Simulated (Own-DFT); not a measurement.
# A layer strained by its substrate: grey tin, 32 atoms (Sn32)

No measurement is shown. These are fixed-geometry runs of a retired plane-wave code named Own-DFT, which no person has reviewed; spin and spin-orbit coupling are neglected.

Method: PBE; PseudoDojo norm-conserving scalar-relativistic files; cutoff 42 hartree; 3 x 3 x 5 k mesh centred on Gamma; cold (Marzari-Vanderbilt) smearing of 0.2 eV.

Keep in mind: forces on such cells failed a check on a denser k mesh; stress not checked against mesh or cutoff.

Unstrained cell vectors in Å: (12.978, 0.000, 0.000); (0.000, 12.978, 0.000); (0.000, 0.000, 6.489). The unstrained cell has measured lattice constants (interpolated for alloys), not those of this functional. That, the random moves and any unrelaxed bonds set the pressure at no strain. Each run strains x and y alike by e, as a substrate would, and holds the height along z. All atoms carry random offsets, Gaussian with a width of 0.05 Å per axis. Stress is positive in tension.

```
e (%),u (Å),(s_xx + s_yy)/2 (GPa),s_zz (GPa)
-2.50,0.051,-6.89,-6.03
-2.00,0.049,-6.09,-5.51
-1.50,0.048,-5.36,-4.93
-1.00,0.056,?,?
-0.50,0.056,-4.18,-4.01
0.25,0.044,-3.28,-3.28
0.75,0.047,-2.76,-2.97
1.25,0.055,-2.29,-2.71
1.75,0.053,-1.80,-2.22
3.00,0.046,-0.62,-1.37
```

## Fit

With e as a fraction, the in-plane stress is -3.6 + 115 e - 585 e² GPa (errors 1 and 66, scatter 0.06), and s_zz is -3.6 + 86 e - 442 e² GPa (slope ± 1, scatter 0.07). At e = 0 the first slope is C11 + C12 and the second 2 C12, both with the ions held to the strained lattice and at the cell's own pressure. The term in e² is negative: the layer stiffens under compression and softens under tension. A free layer would change its height as e changes, and the in-plane slope would drop by 2 C12²/C11 to the biaxial modulus. At fixed height, a misfit of 1 % moves the in-plane stress by about 1.1 GPa and s_zz by 0.9 GPa.

## Prediction

The question: what are the two stresses at e = -1.00 %?

Estimate: -4.8 and -4.5 GPa. The hidden result is -4.87 and -4.57 GPa.
